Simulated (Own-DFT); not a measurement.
# How strain changes the stress of wurtzite AlGaN with randomly placed atoms, 96 atoms (Al12Ga36N48)

These are calculations, not measurements. The program, named Own-DFT, is a retired in-house plane-wave density functional code that no person has reviewed. Each row is one single-point run on a periodic cell that was not relaxed, without spin or spin-orbit coupling.

Settings of every run: PBE; PseudoDojo norm-conserving scalar-relativistic files (stringent for Ga); cutoff 96 hartree; 3 x 4 x 3 k mesh centred on Gamma; Gaussian smearing of 0.01 eV.

Known limits: k mesh not checked against a denser one; stress not checked against mesh or cutoff.

Unstrained cell vectors in Å: (12.679, 0.000, 0.000); (-4.755, 8.235, 0.000); (0.000, 0.000, 10.268). The unstrained cell has measured lattice constants (interpolated for alloys), not those of this functional. That, the random moves and any unrelaxed bonds set the pressure at no strain. Each run strains this cell uniformly, with the atoms carried along. Every atom was also moved at random, by a Gaussian of width 0.05 Å on each axis. The random placing of the alloy's atoms differs from row to row. Strain is the symmetric tensor, in per cent. Stress is positive in tension, and the pressure is minus a third of its trace.

```
run,e_xx (%),e_yy (%),e_zz (%),s_xx (GPa),s_yy (GPa),s_zz (GPa),P (GPa),E (meV/atom)
1,-2.25,-2.25,0.00,-22.34,-20.62,-11.87,18.28,67.2
2,-0.50,-0.50,0.00,-10.05,-10.38,-6.45,8.96,0.0
3,-2.50,-2.50,0.00,-22.86,-24.44,-10.98,19.43,59.3
4,-2.75,-2.75,0.00,-24.22,-23.94,-12.12,20.09,58.6
5,-2.00,-2.00,0.00,-19.11,-18.77,-10.40,16.10,27.3
6,-1.50,-1.50,0.00,-15.92,-16.59,-8.74,13.75,23.5
7,1.25,1.25,0.00,-1.11,0.58,-7.03,2.52,0.8
8,-0.75,-0.75,0.00,-10.05,-12.00,-8.84,10.30,10.4
9,0.75,0.75,0.00,?,?,?,?,?
```

E is the free energy for each atom above the lowest run shown.

## Worked fit

The change of volume is close to e_xx + e_yy + e_zz. A straight line through the runs shown gives P = 7.45 - 229 x (fractional change of volume) GPa, with an error of 10 on the slope and a scatter of 0.70 GPa. The strain isn't the same on all axes and the cell isn't cubic, so the slope belongs to this path and is not the bulk modulus.

## Withheld run

Question: what pressure should run 9 give? Its volume changes by 1.51 %.

The line gives 4.0 GPa. The calculation gave 4.29 GPa.
